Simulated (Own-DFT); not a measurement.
# Point defects and the pressure they add: hexagonal WC

No measurement is shown. These are fixed-geometry runs of a retired plane-wave code named Own-DFT, which no person has reviewed; spin and spin-orbit coupling are neglected.

All runs used: PBE; PseudoDojo norm-conserving scalar-relativistic files; cutoff 50 hartree; 4 x 4 x 4 k mesh centred on Gamma; cold (Marzari-Vanderbilt) smearing of 0.2 eV.

Limits: forces on such cells moved up to 12 meV/angstrom on a denser k mesh; stress not checked against mesh or cutoff.

All runs share one cell, with vectors in Å (5.833, -5.052, -2.839); (0.000, -5.052, 8.518); (-5.833, -5.052, -2.839) and a volume of 669.4 Å³. Atoms were moved at random from their sites; u is the rms move along one axis. The defect's site can differ from row to row.

```
             cell  formula   u (Å)  P (GPa)
        no defect   C32W32  0.0190     3.32
        no defect   C32W32  0.0201     3.32
        no defect   C32W32  0.0523     6.68
    one C vacancy   C31W32  0.0268     2.78
    one C vacancy   C31W32  0.0477     5.56
    one C vacancy   C31W32  0.0513     5.67
    one W vacancy   C32W31  0.0304     2.12
    one W vacancy   C32W31  0.0318     2.20
    one W vacancy   C32W31  0.0456     3.68
one C on a W site   C33W31  0.0260     2.21
one C on a W site   C33W31  0.0294        ?
one C on a W site   C33W31  0.0457     4.15
one C on a W site   C33W31  0.0465     3.77
```

## Working it out

P = P0 + c u² + a shift for each defect gives P0 = 2.78 GPa, c = 1421 ± 79 GPa/Å² and a scatter of 0.22 GPa. The shifts, and each times the cell's volume:

- one C vacancy: -0.78 ± 0.19 GPa, -3.3 eV
- one C on a W site: -1.74 ± 0.19 GPa, -7.3 eV
- one W vacancy: -2.02 ± 0.18 GPa, -8.4 eV

Positive is outwards. The product with the volume (160.2 GPa Å³ to the eV) is nearly free of the cell's size; divided by the bulk modulus at the cell's pressure it gives the volume that the defect adds. The atoms around the defects weren't relaxed, which would change these numbers.

## Withheld run

Q: what pressure belongs in the blank (one C on a W site, u = 0.0294 Å)?

From the fit: 2.27 ± 0.27 GPa. Computed: 2.49 GPa.
